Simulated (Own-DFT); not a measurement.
# Computed records: AlGa3N4 (wurtzite random alloy, strained, atoms displaced)

Computed with Own-DFT development build. A calculation, not a measurement: plane-wave PBE density functional theory by an unreviewed code, no spin, of a simulated periodic cell, stress positive in tension, free energy of the whole cell less one offset for each atom, forces on such cells passed a denser k mesh, this cell's mesh not checked; offsets are fitted by least squares, one for each functional and potential file, so energies compare only between cells with the same atoms and settings and are not formation energies; the far tail of each file's local potential was reset to the Coulomb form; each entry is a single point on an unrelaxed cell, so the pressure reflects the starting lattice, mostly measured values, from which strain is counted, and rises with the displacements; printed positions are rounded, which can move forces by about a meV/angstrom; the program is a retired in-house code; no spin-orbit coupling.

Settings shared by all entries: functional PBE; potential files PseudoDojo norm-conserving, scalar-relativistic, standard set with the stringent files for Ga; wave cutoff 96 hartree; occupations Gaussian; smearing width 0.01 eV; k mesh 4 x 4 x 3 centred on Gamma.

(1) AlGa3N4 (wurtzite random alloy, strained, atoms displaced)

```
cell vectors (Å)
   9.3666     0.0000     0.0000
  -4.6833     8.1117     0.0000
   0.0000     0.0000    10.2685
atoms (fractions of the cell vectors)
Ga  0.10722  0.22264  0.00023
Ga  0.21906  0.11371  0.25823
N   0.12064  0.23022  0.19045
N   0.22693  0.11170  0.43442
Al  0.12168  0.22596  0.49887
Al  0.22720  0.11491  0.74796
N   0.10124  0.21485  0.68974
N   0.23135  0.10930  0.93836
Ga  0.11196  0.55157  0.00030
Ga  0.22318  0.45003  0.24880
N   0.10921  0.55161  0.18572
N   0.21126  0.44050  0.44872
Ga  0.11873  0.55914  0.49602
Al  0.21932  0.44441  0.75102
N   0.11459  0.54725  0.68739
N   0.20978  0.43533  0.93530
Ga  0.10703  0.89670  0.00306
Ga  0.21295  0.76939  0.25232
N   0.10971  0.88259  0.19146
N   0.22377  0.78334  0.42388
Ga  0.10770  0.88730  0.49738
Ga  0.22867  0.77599  0.74884
N   0.11655  0.88507  0.69435
N   0.22274  0.78148  0.94211
Ga  0.43996  0.21070  0.00484
Ga  0.56481  0.11179  0.24520
N   0.45271  0.23063  0.18938
N   0.55237  0.10553  0.43709
Ga  0.44213  0.21859  0.50064
Ga  0.55328  0.11105  0.74821
N   0.44076  0.21560  0.68434
N   0.55340  0.10807  0.93518
Al  0.44499  0.56591  0.99907
Ga  0.55862  0.44123  0.25026
N   0.44221  0.54937  0.18827
N   0.55995  0.43493  0.44295
Al  0.44230  0.54884  0.49979
Ga  0.56011  0.44707  0.74230
N   0.44431  0.55973  0.68579
N   0.56213  0.44580  0.94576
Ga  0.45912  0.89037  0.99993
Ga  0.54790  0.76875  0.25169
N   0.44024  0.89706  0.20024
N   0.54664  0.75943  0.42786
Ga  0.43333  0.88355  0.49915
Ga  0.55926  0.77954  0.74770
N   0.44404  0.88597  0.69075
N   0.55409  0.77690  0.94225
Al  0.76811  0.21205  0.99324
Al  0.89476  0.10812  0.25205
N   0.77817  0.22614  0.19256
N   0.87894  0.11809  0.43963
Ga  0.77201  0.21072  0.50461
Ga  0.89018  0.11011  0.74787
N   0.78360  0.23224  0.69777
N   0.89765  0.11948  0.94108
Ga  0.77871  0.55113  0.99246
Al  0.89387  0.44444  0.25357
N   0.77669  0.56137  0.19059
N   0.88217  0.43941  0.44429
Al  0.77813  0.56181  0.49083
Ga  0.88837  0.44569  0.74628
N   0.77940  0.57221  0.68793
N   0.88756  0.45604  0.93706
Ga  0.78558  0.88256  0.00573
Ga  0.87947  0.76475  0.24834
N   0.78381  0.89156  0.19252
N   0.88709  0.77248  0.43205
Ga  0.76853  0.89303  0.50382
Ga  0.89214  0.77230  0.74868
N   0.77993  0.89340  0.68860
N   0.88780  0.78474  0.93600
```

| Quantity | Value |
| --- | --- |
| free energy of cell above offsets | -6.497 eV |
| pressure | 14.2 GPa |
| stress xx | -15.6 GPa |
| stress yy | -17.47 GPa |
| stress zz | -9.54 GPa |
| stress yz | -1.29 GPa |
| stress xz | 0.6 GPa |
| stress xy | 0.11 GPa |

Force:
```tsv
element	x (eV/Å)	y (eV/Å)	z (eV/Å)
Ga	2.237	-0.218	0.69
Ga	1.647	-0.72	-2.696
N	-1.584	-1.348	0.176
N	-1.798	0.166	2.227
Al	-1.86	-1.203	0.793
Al	-0.737	-1.012	0.81
N	3.193	1.614	-1.205
N	-2.236	0.785	-1.595
Ga	-1.293	1.21	-0.587
Ga	0.443	-0.527	1
N	-0.853	-0.283	0.748
N	3.532	-0.495	-1.737
Ga	-2.763	0.356	1.145
Al	0.95	-0.884	-0.186
N	-0.785	1.149	-0.217
N	2.289	1.93	-0.623
Ga	1.483	-1.378	0.221
Ga	0.558	0.953	-3.034
N	-1.288	1.24	-0.332
N	-0.547	-1.058	4.04
Ga	0.008	-0.269	0.654
Ga	-0.906	-1.038	1.625
N	-0.578	1.557	-1.422
N	0.7	-0.323	-0.194
Ga	0.408	2.03	0.211
Ga	-1.693	0.745	1.574
N	-0.493	-2.267	0.211
N	-0.031	-0.056	0.544
Ga	1.319	-0.439	-0.426
Ga	0.577	-0.047	0.204
N	-0.713	0.852	0.763
N	0.96	0.307	0.218
Al	0.821	-2.836	0.216
Ga	-0.373	0.671	0.395
N	-0.183	0.588	-1.215
N	-1.76	1.863	-0.185
Al	0.137	-0.233	-0.101
Ga	-0.694	-0.421	1.612
N	-0.55	-1.309	-0.257
N	-2.855	-0.406	-1.529
Ga	-3.434	0.093	1.554
Ga	0.048	1.473	-1.681
N	1.371	-2.349	-2.225
N	-0.304	0.643	3.251
Ga	1.524	0.262	-0.337
Ga	0.038	-0.209	0.802
N	0.676	0.68	-1.207
N	1.917	-0.465	-1.032
Al	0.908	2.048	1.018
Al	-1.16	0.981	-0.11
N	2.557	0.359	-1.84
N	4.775	-1.647	-1.476
Ga	-2.463	2.477	0.875
Ga	-0.985	0.23	1.424
N	-0.562	-2.454	-1.227
N	-2.383	-1.755	-0.403
Ga	-1.543	2.059	2.109
Al	-1.282	-0.216	0.078
N	1.933	-3.213	-1.133
N	0.118	1.145	-1.068
Al	0.875	-1.156	1.463
Ga	-0.075	2.089	0.58
N	1.012	-3.629	-2.558
N	2.852	-3.183	-0.64
Ga	-2.451	1.737	0.277
Ga	0.692	3.09	0.46
N	-0.939	0.303	-0.05
N	-0.863	1.059	1.468
Ga	0.913	-0.813	-1.326
Ga	-0.358	3.297	1.089
N	0.178	-0.759	-0.105
N	1.724	-1.421	-0.566
```

(2) AlGa3N4 (wurtzite random alloy, strained, atoms displaced)

```
cell vectors (Å)
   9.3666     0.0000     0.0000
  -4.6833     8.1117     0.0000
   0.0000     0.0000    10.2685
atoms (fractions of the cell vectors)
Ga  0.10540  0.22556  0.99482
Ga  0.22130  0.11197  0.24826
N   0.10829  0.20853  0.18364
N   0.22722  0.12265  0.43802
Ga  0.10894  0.22142  0.49926
Ga  0.22285  0.11149  0.74910
N   0.11276  0.21475  0.69249
N   0.22178  0.11461  0.94329
Ga  0.11828  0.54832  0.99787
Ga  0.21649  0.44214  0.24674
N   0.11719  0.55591  0.18484
N   0.22698  0.44771  0.43696
Al  0.10728  0.55468  0.50374
Ga  0.22225  0.44216  0.74902
N   0.11376  0.55544  0.68275
N   0.22343  0.44496  0.93302
Ga  0.11109  0.88804  0.99960
Ga  0.21966  0.77857  0.25007
N   0.11910  0.88763  0.18852
N   0.21500  0.78122  0.42529
Al  0.10853  0.89107  0.49052
Al  0.22277  0.77545  0.75023
N   0.10215  0.88879  0.69544
N   0.21809  0.78069  0.94212
Ga  0.43888  0.21034  0.99867
Ga  0.56356  0.10823  0.24790
N   0.43915  0.21729  0.18857
N   0.56031  0.10977  0.44266
Al  0.45783  0.23381  0.49783
Ga  0.56492  0.11492  0.74814
N   0.44305  0.22020  0.69066
N   0.55065  0.10524  0.94257
Ga  0.44221  0.55342  0.99704
Ga  0.55210  0.44091  0.24607
N   0.44044  0.55377  0.19197
N   0.55194  0.43561  0.42984
Ga  0.44943  0.55720  0.50319
Al  0.55243  0.44513  0.75499
N   0.44631  0.55385  0.68558
N   0.55873  0.43410  0.94021
Ga  0.44451  0.89340  0.99855
Al  0.55943  0.77749  0.25524
N   0.44829  0.88794  0.17945
N   0.55542  0.78334  0.44212
Ga  0.44912  0.88904  0.49899
Ga  0.54774  0.77017  0.74742
N   0.45556  0.89331  0.68804
N   0.56195  0.77198  0.93261
Ga  0.77952  0.22814  0.99357
Al  0.88667  0.10869  0.24656
N   0.77295  0.22407  0.19187
N   0.89534  0.11088  0.44007
Ga  0.78210  0.22233  0.50777
Ga  0.88696  0.11486  0.74916
N   0.76970  0.20343  0.69048
N   0.89529  0.10400  0.93391
Ga  0.77386  0.56510  0.99913
Ga  0.88338  0.44892  0.25196
N   0.77517  0.55228  0.19265
N   0.88909  0.43462  0.44986
Ga  0.77426  0.55038  0.49254
Ga  0.88668  0.45277  0.74517
N   0.77624  0.55441  0.68902
N   0.88307  0.43323  0.94043
Ga  0.78104  0.88927  0.00820
Al  0.88754  0.77934  0.25640
N   0.77996  0.89662  0.19310
N   0.88915  0.77021  0.44132
Al  0.77291  0.88779  0.50093
Ga  0.88115  0.76943  0.75585
N   0.77194  0.89504  0.68640
N   0.89615  0.78151  0.93610
```

| Quantity | Value |
| --- | --- |
| free energy of cell above offsets | -7.561 eV |
| pressure | 13.65 GPa |
| stress xx | -15.67 GPa |
| stress yy | -15.61 GPa |
| stress zz | -9.68 GPa |
| stress yz | 0.96 GPa |
| stress xz | -0.85 GPa |
| stress xy | -0.05 GPa |

Force:
```tsv
element	x (eV/Å)	y (eV/Å)	z (eV/Å)
Ga	1.793	-0.549	0.968
Ga	0.895	-0.564	0.764
N	-2.613	1.537	0.086
N	1.508	-1.587	0.478
Ga	0.902	0.926	0.734
Ga	0.632	-0.937	1.059
N	-1.641	1.612	-0.953
N	-0.285	-0.473	-1.052
Ga	-2.615	1.489	0.458
Ga	0.864	-1.048	0.971
N	-1.732	-0.288	0.07
N	-1.304	0.511	0.639
Al	1.163	0.654	-1.668
Ga	-0.013	-0.542	-0.925
N	-0.332	0.779	0.756
N	0.847	-0.287	-0.127
Ga	-0.12	1.11	0.683
Ga	1.986	-0.432	-1.743
N	-3.296	-0.245	-0.033
N	0.579	-0.896	3.926
Al	0.584	0.969	1.598
Al	-0.461	1.201	-0.017
N	2.095	-1.152	-1.958
N	1.626	-1.47	-2.081
Ga	-0.304	0.893	1.049
Ga	-2.469	-0.603	0.898
N	1.256	0.16	-0.199
N	-0.994	0.966	-0.505
Al	-0.879	-2.914	0.74
Ga	-2.769	-1.164	1.331
N	0.817	1.683	-1.136
N	1.22	1.146	-1.668
Ga	0.986	-0.071	0.98
Ga	-0.485	-0.635	-0.449
N	0.541	1.286	-0.688
N	0.045	1.591	1.166
Ga	-0.404	-0.606	-1.312
Al	0.763	-0.899	-0.421
N	0.49	-1.041	0.852
N	-1.531	0.865	-1.088
Ga	0.806	-2.057	-0.303
Al	-1.275	-0.182	-0.871
N	0.808	-0.833	2.255
N	2.081	-1.05	-1.671
Ga	-2.316	0.358	0.558
Ga	1.191	1.229	0.402
N	-2.832	-1.313	0.108
N	-0.835	0.515	0.957
Ga	0.267	-3.218	1.66
Al	0.087	1.841	1.025
N	2.967	0.467	-0.993
N	-1.395	-1.464	-1.417
Ga	0.149	-1.78	-0.806
Ga	2.327	-1.523	0.578
N	0.208	4.187	-0.692
N	-2.372	0.293	0.576
Ga	1.765	-1.253	0.755
Ga	2.304	-0.935	0.368
N	-0.846	2.514	-0.605
N	-0.066	2.049	-1.396
Ga	0.168	-0.342	1.198
Ga	1.62	-1.815	1.157
N	-2.128	-0.642	-0.705
N	0.12	3.921	-1.507
Ga	-0.309	-0.148	-1.31
Al	0.855	0.019	-0.85
N	0.454	-1.953	0.82
N	-1.419	1.659	-0.938
Al	1.062	0.549	0.589
Ga	-0.761	1.977	-1.626
N	1.216	-1.574	-0.771
N	-1.247	-0.472	1.276
```

(3) AlGa3N4 (wurtzite random alloy, strained, atoms displaced)

```
cell vectors (Å)
   9.3666     0.0000     0.0000
  -4.6833     8.1117     0.0000
   0.0000     0.0000    10.2685
atoms (fractions of the cell vectors)
Ga  0.11883  0.21892  0.99814
Ga  0.22878  0.11080  0.25887
N   0.09231  0.21522  0.18786
N   0.22654  0.11471  0.44680
Ga  0.11924  0.22535  0.49978
Ga  0.22205  0.12016  0.75535
N   0.10360  0.21526  0.69100
N   0.21873  0.10079  0.93940
Ga  0.10639  0.54393  0.99779
Ga  0.21917  0.44642  0.24809
N   0.12208  0.56372  0.18824
N   0.23124  0.44676  0.44675
Ga  0.11521  0.56070  0.50212
Ga  0.22011  0.44679  0.74250
N   0.11469  0.55535  0.68304
N   0.22355  0.44469  0.93045
Ga  0.11689  0.89415  0.99841
Ga  0.23039  0.76799  0.25121
N   0.11938  0.89584  0.18587
N   0.22846  0.78141  0.44169
Ga  0.10947  0.88676  0.50518
Al  0.24046  0.78511  0.75251
N   0.12177  0.90558  0.68706
N   0.22664  0.78423  0.93572
Al  0.44885  0.22132  0.99386
Ga  0.56156  0.12616  0.24517
N   0.43071  0.21304  0.18035
N   0.55577  0.11492  0.43776
Ga  0.44310  0.21855  0.50100
Al  0.56037  0.11922  0.74672
N   0.44171  0.21884  0.68977
N   0.55756  0.10650  0.93969
Al  0.43196  0.54106  0.00237
Ga  0.56330  0.44200  0.25207
N   0.44494  0.54469  0.18915
N   0.55953  0.44050  0.43893
Ga  0.43938  0.56046  0.49945
Al  0.56023  0.44732  0.74749
N   0.44019  0.55774  0.69259
N   0.56081  0.45362  0.93358
Ga  0.43719  0.88487  0.00118
Ga  0.54861  0.77822  0.24605
N   0.44691  0.89479  0.18527
N   0.56076  0.77578  0.44705
Al  0.45423  0.89341  0.50025
Ga  0.54738  0.77185  0.74596
N   0.43919  0.89320  0.69330
N   0.54806  0.77651  0.93682
Ga  0.77765  0.21310  0.99878
Al  0.87847  0.09930  0.24731
N   0.77030  0.22093  0.19807
N   0.89679  0.11699  0.43936
Ga  0.77574  0.21619  0.50054
Ga  0.88922  0.10380  0.74787
N   0.77641  0.21934  0.68821
N   0.88949  0.10330  0.93875
Ga  0.77999  0.54587  0.01071
Ga  0.90325  0.44835  0.24703
N   0.76166  0.55040  0.18480
N   0.89028  0.44417  0.43488
Al  0.78286  0.55406  0.49915
Ga  0.89189  0.43266  0.75214
N   0.77407  0.55435  0.67715
N   0.89338  0.45126  0.93557
Ga  0.77446  0.88688  0.99758
Ga  0.88285  0.78320  0.25973
N   0.77822  0.88984  0.18596
N   0.89887  0.78138  0.43690
Al  0.77603  0.88995  0.49917
Ga  0.88809  0.78366  0.75748
N   0.77681  0.88584  0.69400
N   0.88514  0.77749  0.93347
```

| Quantity | Value |
| --- | --- |
| free energy of cell above offsets | -7.254 eV |
| pressure | 13.73 GPa |
| stress xx | -16.53 GPa |
| stress yy | -14.11 GPa |
| stress zz | -10.55 GPa |
| stress yz | -0.15 GPa |
| stress xz | 0.71 GPa |
| stress xy | -2.12 GPa |

Force:
```tsv
element	x (eV/Å)	y (eV/Å)	z (eV/Å)
Ga	-1.292	0.013	0.729
Ga	-2.067	-0.413	-0.349
N	1.272	0.722	0.32
N	-0.13	-0.932	-1.331
Ga	-0.86	-0.298	0.702
Ga	0.922	-0.724	-0.486
N	0.372	1.76	-0.804
N	1.312	3.334	-0.453
Ga	0.681	2.131	-0.155
Ga	1.684	-1.904	1.063
N	-0.759	-1.871	-1.578
N	-2.403	-0.499	-2.095
Ga	-0.312	-0.633	-0.739
Ga	0.478	-1.209	0.629
N	-1.148	1.557	1.594
N	0.238	-0.694	0.99
Ga	-0.929	-2.576	0.983
Ga	-2.039	3.681	0.892
N	-0.461	-1.786	0.96
N	1.111	0.414	-0.361
Ga	0.968	0.805	0.075
Al	-4.083	-1.247	0.1
N	0.47	-2.572	1.26
N	-0.622	-1.985	-0.722
Al	-0.532	0.251	0.039
Ga	-2.072	-2.092	1.148
N	1.496	1.803	-0.774
N	0.68	-1.681	-0.137
Ga	0.298	0.992	0.853
Al	-0.436	-1.136	0.917
N	0.811	1.587	0.74
N	-1.024	1.317	-1.239
Al	1.329	2.029	-0.609
Ga	-2.658	-1.933	1.059
N	-1.329	0.993	-0.748
N	-0.104	1.136	0.304
Ga	3.163	-0.814	1.174
Al	-0.358	0.022	-0.216
N	1.755	-1.6	-1.141
N	-0.476	-1.935	0.179
Ga	1.139	0.306	-0.299
Ga	1.265	-0.619	0.289
N	0.289	0.112	0.856
N	-0.909	1.988	-1.353
Al	-1.212	-0.024	0.401
Ga	0.385	1.596	1.409
N	2.489	1.672	-2.237
N	0.522	-1.487	0.702
Ga	-0.003	0.646	0.589
Al	-0.149	1.709	0.977
N	3.376	0.808	-2.008
N	-0.422	-2.01	-0.941
Ga	0.162	1.204	-0.434
Ga	-1.118	0.247	0.836
N	-0.142	-0.913	0.102
N	0.035	1.456	-0.406
Ga	-1.574	1.825	-2.656
Ga	-1.997	-0.31	0.83
N	4.052	1.905	1.34
N	0.086	0.389	0.363
Al	-0.54	0.109	-0.541
Ga	-1.227	2.268	-1.104
N	0.599	-0.09	1.47
N	0.219	-1.958	0.536
Ga	-0.234	-1.343	0.014
Ga	1.983	-0.439	-2.361
N	-1.107	-0.316	0.463
N	-2.342	-1.045	1.568
Al	1.764	0.366	0.936
Ga	1.875	-1.226	-2.102
N	-1.198	-0.204	-2.532
N	0.988	-0.638	2.52
```

(4) AlGa3N4 (wurtzite random alloy, strained, atoms displaced)

```
cell vectors (Å)
   9.3666     0.0000     0.0000
  -4.6833     8.1117     0.0000
   0.0000     0.0000    10.2685
atoms (fractions of the cell vectors)
Ga  0.09799  0.21702  0.00324
Ga  0.22497  0.11257  0.25108
N   0.10480  0.20989  0.19207
N   0.20716  0.09967  0.44073
Ga  0.10926  0.21704  0.49787
Al  0.21819  0.12101  0.75546
N   0.12332  0.22302  0.69587
N   0.21593  0.10833  0.93802
Ga  0.10199  0.54731  0.00426
Al  0.22057  0.43826  0.25069
N   0.11250  0.56295  0.18356
N   0.22517  0.44385  0.44012
Ga  0.10797  0.55167  0.50539
Ga  0.22106  0.43794  0.75042
N   0.11547  0.56009  0.68819
N   0.23723  0.45007  0.93848
Al  0.12235  0.89431  0.99851
Ga  0.20930  0.76647  0.25464
N   0.10806  0.89461  0.18410
N   0.22208  0.78802  0.43956
Ga  0.11714  0.88828  0.48684
Ga  0.21638  0.77780  0.75679
N   0.10694  0.88390  0.68851
N   0.21371  0.78799  0.93312
Al  0.43927  0.22741  0.00067
Al  0.55825  0.10828  0.24200
N   0.44397  0.22253  0.18950
N   0.54605  0.10510  0.44274
Al  0.43804  0.21794  0.49780
Ga  0.54901  0.11290  0.74027
N   0.44125  0.21735  0.68537
N   0.55352  0.10508  0.94096
Al  0.44727  0.55643  0.99378
Ga  0.56475  0.44513  0.25020
N   0.45453  0.55679  0.18081
N   0.55214  0.44361  0.43688
Ga  0.43982  0.55986  0.48619
Ga  0.56161  0.44954  0.75136
N   0.43201  0.55919  0.68785
N   0.56307  0.45113  0.94210
Al  0.44439  0.89001  0.99626
Ga  0.54914  0.78174  0.24146
N   0.44280  0.89307  0.19155
N   0.56417  0.76959  0.44222
Ga  0.44463  0.88952  0.50258
Ga  0.55853  0.78016  0.75682
N   0.44028  0.88693  0.68750
N   0.55814  0.76885  0.94374
Ga  0.77405  0.22544  0.99726
Ga  0.89951  0.10534  0.24970
N   0.77949  0.22819  0.18710
N   0.88422  0.10407  0.44087
Ga  0.77509  0.22717  0.50533
Ga  0.89688  0.10762  0.75488
N   0.78607  0.23634  0.68602
N   0.87567  0.10183  0.93234
Ga  0.77313  0.55970  0.99601
Ga  0.89092  0.44462  0.24697
N   0.77601  0.55203  0.20174
N   0.87813  0.43440  0.42986
Ga  0.77281  0.54796  0.50159
Ga  0.89669  0.44574  0.75179
N   0.78043  0.54668  0.69032
N   0.89981  0.45556  0.94624
Ga  0.78966  0.89746  0.99948
Al  0.88888  0.77656  0.24766
N   0.78362  0.88949  0.18361
N   0.89072  0.78395  0.43670
Ga  0.78512  0.89710  0.51181
Ga  0.88827  0.77134  0.75164
N   0.78016  0.88571  0.68460
N   0.88262  0.77918  0.93364
```

| Property | Result |
| --- | --- |
| free energy of cell above offsets | -6.096 eV |
| pressure | 14.47 GPa |
| stress xx | -15.43 GPa |
| stress yy | -17.32 GPa |
| stress zz | -10.67 GPa |
| stress yz | 0.11 GPa |
| stress xz | 0.06 GPa |
| stress xy | -0.16 GPa |

Force:
```tsv
element	x (eV/Å)	y (eV/Å)	z (eV/Å)
Ga	1.067	0.753	-0.449
Ga	0.573	-0.635	0.394
N	1.139	3.613	-1.041
N	2.09	3.165	-0.978
Ga	-0.726	0.398	1.045
Al	3.67	-3.144	-0.21
N	-2.808	-0.08	-1.974
N	0.594	1	0.207
Ga	3.258	2.539	-0.742
Al	0.47	0.857	-0.699
N	1.709	-2.513	1.362
N	-2.074	-1.039	-1.976
Ga	-0.577	0.493	-1.011
Ga	-0.726	1.509	0.494
N	0.228	-0.794	0.458
N	-2.225	-1.292	0.58
Al	-2.983	0.004	0.75
Ga	0.326	2.834	-0.305
N	0.353	-1.393	-0.305
N	3.125	-3.382	-0.985
Ga	-3.442	-0.701	3.452
Ga	0.488	0.514	-1.96
N	-0.162	2.036	-0.384
N	3.292	-1.41	2.28
Al	0.859	-0.647	-0.011
Al	-0.588	0.966	1.45
N	0.967	-0.492	-1.073
N	0.106	1.484	-1.648
Al	-0.295	0.363	0.045
Ga	1.799	-0.596	1.41
N	-2.295	1.187	-0.266
N	-1.679	0.983	-0.527
Al	0.717	-0.094	1.535
Ga	-2.041	-0.532	0.6
N	-2.087	-0.938	0.331
N	-0.088	-1.626	0.743
Ga	1.865	-1.089	2.647
Ga	-1.427	-0.545	-0.792
N	2.78	0.096	-0.538
N	-1.901	-2.303	-0.687
Al	-0.054	-1.118	0.436
Ga	2.195	-0.671	1.269
N	-0.957	-0.165	-1.748
N	-1.659	3.151	-1.675
Ga	1.035	-1.144	-0.309
Ga	-0.532	-0.25	-0.857
N	0.515	0.1	0.824
N	-1.584	1.876	-0.024
Ga	0.095	-0.076	0.452
Ga	-3.692	-0.735	1.5
N	0.518	-1.837	-0.158
N	-0.428	2.074	-0.475
Ga	0.329	-1.589	-1.321
Ga	-1.167	0.297	-2.115
N	0.522	-2.597	1.228
N	0.354	2.704	1.026
Ga	1.917	0.85	1.982
Ga	-0.076	-0.118	0.22
N	1.32	2.343	-2.57
N	1.229	1.605	1.187
Ga	-0.159	1.47	-0.588
Ga	-0.016	0.678	0.929
N	-0.811	0.751	-0.323
N	-2.694	-2.091	-1.924
Ga	-1.248	-2.22	0.786
Al	-0.424	0.108	0.809
N	-0.297	-0.706	0.643
N	0.224	-1.33	-0.768
Ga	0.07	-1.931	-2.79
Ga	0.208	0.379	-0.984
N	-0.421	0.293	3.052
N	2.336	0.351	1.067
```

(5) AlGa3N4 (wurtzite random alloy, strained, atoms displaced)

```
cell vectors (Å)
   9.3666     0.0000     0.0000
  -4.6833     8.1117     0.0000
   0.0000     0.0000    10.2685
atoms (fractions of the cell vectors)
Ga  0.11542  0.23559  0.00232
Ga  0.23074  0.10376  0.25371
N   0.11854  0.23420  0.19659
N   0.21270  0.11110  0.44650
Ga  0.11094  0.22288  0.50018
Ga  0.22036  0.11189  0.74394
N   0.11060  0.22313  0.68911
N   0.21650  0.10193  0.93681
Ga  0.11220  0.56051  0.00482
Ga  0.23206  0.44862  0.25940
N   0.12235  0.54744  0.18723
N   0.21653  0.44033  0.42880
Al  0.11505  0.57046  0.50439
Ga  0.21922  0.44157  0.76079
N   0.11463  0.56059  0.68379
N   0.21221  0.44059  0.92760
Ga  0.11265  0.88808  0.00594
Ga  0.21456  0.76958  0.24676
N   0.09212  0.86682  0.19059
N   0.22171  0.77189  0.44043
Ga  0.11212  0.89710  0.50052
Al  0.22377  0.77991  0.74805
N   0.11761  0.88157  0.69505
N   0.22878  0.78319  0.93022
Ga  0.44441  0.22873  0.00510
Ga  0.56463  0.11483  0.25567
N   0.43415  0.21935  0.18452
N   0.54611  0.11111  0.42465
Ga  0.44460  0.22778  0.50367
Al  0.55305  0.11382  0.75163
N   0.44526  0.22295  0.68987
N   0.55276  0.10740  0.94073
Al  0.45568  0.56290  0.99999
Ga  0.55758  0.44041  0.24656
N   0.44543  0.55327  0.18668
N   0.55322  0.44104  0.44599
Al  0.43995  0.55265  0.49354
Al  0.55408  0.44703  0.74767
N   0.44471  0.55209  0.68489
N   0.54644  0.42784  0.93268
Al  0.44713  0.89414  0.00141
Al  0.56252  0.77992  0.25304
N   0.45016  0.88666  0.19626
N   0.54319  0.76475  0.44817
Ga  0.44587  0.88255  0.50898
Ga  0.54763  0.77927  0.75462
N   0.44143  0.89050  0.69515
N   0.55284  0.76976  0.93926
Ga  0.77800  0.22276  0.99387
Ga  0.88828  0.10897  0.24565
N   0.78380  0.21793  0.19129
N   0.88319  0.11218  0.43729
Ga  0.78218  0.22167  0.49915
Ga  0.89301  0.11141  0.75146
N   0.77802  0.22039  0.68747
N   0.88761  0.11123  0.94006
Al  0.77443  0.55484  0.99396
Ga  0.88339  0.44885  0.24498
N   0.78039  0.56370  0.18923
N   0.88276  0.44642  0.44190
Ga  0.78069  0.54996  0.51053
Ga  0.89103  0.43670  0.76013
N   0.77450  0.56378  0.69047
N   0.88985  0.44639  0.93735
Ga  0.77398  0.88986  0.00240
Ga  0.90897  0.79565  0.24946
N   0.77885  0.88547  0.19115
N   0.89825  0.77953  0.44015
Ga  0.77971  0.88974  0.49967
Ga  0.88407  0.78059  0.74076
N   0.77010  0.86686  0.68337
N   0.89317  0.77671  0.94023
```

| Property | Result |
| --- | --- |
| free energy of cell above offsets | -5.780 eV |
| pressure | 14.4 GPa |
| stress xx | -15.1 GPa |
| stress yy | -15.54 GPa |
| stress zz | -12.56 GPa |
| stress yz | 2.27 GPa |
| stress xz | 0.96 GPa |
| stress xy | 0.81 GPa |

Force:
```tsv
element	x (eV/Å)	y (eV/Å)	z (eV/Å)
Ga	0.875	-2.231	0.958
Ga	-2.832	-0.032	0.498
N	0.682	-2.579	-1.321
N	2.046	0.444	-1.644
Ga	-1.686	0.908	0.109
Ga	0.62	-0.91	1.424
N	-0.131	-0.091	-0.578
N	-0.328	1.746	0.374
Ga	0.582	0.233	-0.962
Ga	0.171	-0.283	-2.575
N	-2.642	0.824	-0.143
N	-0.177	1.489	4.942
Al	0.017	-3.231	-0.634
Ga	0.484	1.005	-5.148
N	-0.077	-0.098	0.801
N	1.316	2.001	4.887
Ga	-0.094	-0.238	-1.561
Ga	1.895	0.06	1.243
N	7.561	4.934	-2.657
N	-0.517	1.779	-0.665
Ga	1.576	-1.758	1.396
Al	0.326	-1.117	0.664
N	-1.843	1.198	-1.451
N	0.618	-0.256	1.402
Ga	-0.366	-3.067	-1.072
Ga	-0.569	-0.591	-3.317
N	2.477	0.222	0.88
N	0.614	-0.378	5.136
Ga	0.304	-1.397	-0.144
Al	0.316	-0.134	0.253
N	0.749	0.49	0.386
N	0.006	0.209	-0.91
Al	-0.877	-2.345	0.193
Ga	-0.351	0.675	1.38
N	0.849	1.627	-0.741
N	-0.548	1.596	-1.531
Al	0.034	-1.436	1.565
Al	0.114	-0.313	-0.218
N	-0.7	-0.089	-0.022
N	0.051	4.361	-0.254
Al	0.035	-1.119	0.597
Al	-0.644	-0.995	0.522
N	-0.401	-0.126	-1.827
N	1.538	1.331	-2.386
Ga	-1.224	1.165	-1.23
Ga	1.382	-1.193	-0.925
N	-0.119	1.165	-0.163
N	-1.032	1.363	0.555
Ga	-0.374	-0.17	1.442
Ga	1.451	0.459	0.973
N	-1.753	1.551	-1.526
N	1.329	-0.919	-0.272
Ga	-1.926	0.662	-0.05
Ga	-0.539	-1.369	-0.228
N	-0.958	-0.81	0.635
N	0.441	-0.102	-0.32
Al	0.018	0.29	0.44
Ga	1.756	-0.619	1.138
N	-0.286	-0.395	-1.845
N	2.609	-0.095	-0.908
Ga	-1.604	1.177	-1.024
Ga	-0.614	1.646	-2.68
N	0.775	-2.73	1.243
N	-0.759	0.384	1.78
Ga	1.389	-0.455	-0.239
Ga	-7.435	-4.547	3.606
N	-0.81	0.042	0.027
N	-1.56	-0.528	-0.41
Ga	-0.174	-0.864	-0.456
Ga	3.693	-0.527	2.803
N	-3.396	3.787	0.102
N	-1.349	-0.682	-0.314
```
